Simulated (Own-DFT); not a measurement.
# How strain changes the stress of 4H SiC, 72 atoms (C36Si36)

Calculated results; nothing here was measured. The program, named Own-DFT, is a retired in-house plane-wave density functional code that no person has reviewed. Each row is one single-point run on a periodic cell that was not relaxed, without spin or spin-orbit coupling.

Settings of every run: PBE; PseudoDojo norm-conserving scalar-relativistic files; cutoff 42 hartree; 4 x 4 x 3 k mesh centred on Gamma; Fermi-Dirac smearing of 0.1 eV.

Known limits: forces on such cells passed a denser k mesh, each cell not checked; stress not checked against mesh or cutoff.

Unstrained cell vectors in Å: (9.248, 0.000, 0.000); (-4.624, 8.009, 0.000); (0.000, 0.000, 10.068). The unstrained cell has measured lattice constants (interpolated for alloys), not those of this functional. That, the random moves and any unrelaxed bonds set the pressure at no strain. Each run strains this cell uniformly, with the atoms carried along. Every atom was also moved at random, by a Gaussian of width 0.05 Å on each axis. Strain is the symmetric tensor, in per cent. Stress is positive in tension, and the pressure is minus a third of its trace.

```
run  e_xx (%)  e_yy (%)  e_zz (%)  e_yz (%)  e_xz (%)  e_xy (%)  s_xx (GPa)  s_yy (GPa)  s_zz (GPa)  s_yz (GPa)  s_xz (GPa)  s_xy (GPa)  P (GPa)  E (meV/atom)
  1      0.38      0.00      1.26      0.36      1.25     -1.90       -0.99       -3.95       -0.09        1.29        4.11       -9.07     1.68          12.3
  2      1.87     -0.81      0.97     -0.19     -1.33     -1.80        2.51       -6.44        0.41       -0.08       -4.78       -8.93     1.17          26.9
  3     -1.64     -0.76      1.55      1.78     -1.07      1.93      -15.75      -10.16        1.52        5.44       -4.47        8.87     8.13          51.5
  4     -0.48     -1.29      0.03     -0.84      0.54     -0.08       -9.54      -12.53       -6.60       -2.45        0.92        0.28     9.56          27.1
  5     -1.66      1.15     -1.80     -0.31     -1.31     -1.51      -16.34        0.02      -19.50       -0.70       -5.77       -6.37    11.94          53.8
  6     -1.06     -1.71     -1.32      0.61     -0.77      0.55      -13.39      -16.99      -17.03        1.85       -2.36        3.29    15.80          50.7
  7      1.80      1.24      1.63      0.35      0.68      1.77        6.19        4.18        2.98        1.55        1.44        6.52    -4.45          22.0
  8      1.45      1.67      0.54     -1.60      1.87      0.10        3.79        5.25       -0.77       -5.36        6.57       -0.56    -2.76           9.0
  9      1.79      1.23      1.76     -0.88      0.81     -1.29        5.57        5.10        4.37       -3.10        2.66       -4.90    -5.01           0.0
 10     -0.39      1.46     -0.17     -0.88     -1.32     -1.03       -4.82        2.47       -8.56       -3.01       -4.15       -3.92     3.64          32.9
 11      0.76      1.89     -1.01      1.74     -0.61      0.11        0.40        5.57      -10.59        5.81       -1.77        0.52     1.54          13.4
 12     -1.77     -0.40      1.53      1.32      0.19      1.00      -15.70       -8.37        1.71        3.72        0.60        4.53     7.45          40.0
 13     -0.43      0.07      1.69     -0.38      1.76     -0.39       -6.39       -3.46        3.77       -1.61        5.56       -1.55     2.03           4.5
 14      1.77      0.38      1.07     -0.18      1.86      0.75        5.59       -2.55        0.90       -0.43        5.71        1.57    -1.31          20.8
 15      1.20     -0.85     -0.84      1.41      0.67      1.62        0.25       -8.19      -12.80        5.01        2.14        6.91     6.91          43.2
 16      0.60     -0.54      1.60     -1.04      1.45     -0.14       -0.22       -7.08        2.23       -3.48        4.43       -1.44     1.69          16.5
 17     -1.70      1.72     -1.90     -1.36     -1.94      0.88           ?           ?           ?           ?           ?           ?        ?             ?
```

E is the free energy for each atom above the lowest run shown.

## Worked fit

Each stress component was fitted by least squares to a constant and the strains of the runs shown, as fractions, with shears doubled. Shear strains stay in the fit of a normal stress only where such slopes are resolved. The slopes, in GPa:

| stress | at no strain | per e_xx | per e_yy | per e_zz | scatter |
|---|---|---|---|---|---|
| s_xx | -5.6 | 560 ± 27 | 94 ± 31 | 55 ± 29 | 1.29 |
| s_yy | -5.0 | 90 ± 18 | 557 ± 20 | 43 ± 19 | 0.83 |
| s_zz | -7.1 | 54 ± 23 | 40 ± 26 | 615 ± 24 | 1.08 |

Each shear stress against twice its own strain: yz 163 ± 4, xz 172 ± 9, xy 217 ± 10 GPa. These are stiffnesses along x, y and z of the frame in which the cell vectors are given, which need not be the crystal's axes. The atoms are held to the strained lattice; where symmetry lets them move under strain, relaxing them would lower some slopes. The table should be nearly symmetric about its diagonal, and what it lacks of that shows the noise. A ninth of its sum, 234 ± 4 GPa, estimates the bulk modulus near the mean pressure of these runs, 3.6 GPa, so it lies above the value at zero pressure.

## Withheld run

Question: what normal stresses and pressure should run 17 give?

The fit gives s_xx = -14.5, s_yy = 2.3, s_zz = -19.0 and P = 10.4 GPa. The calculation gave -12.90, 1.77, -18.01 and P = 9.71 GPa.
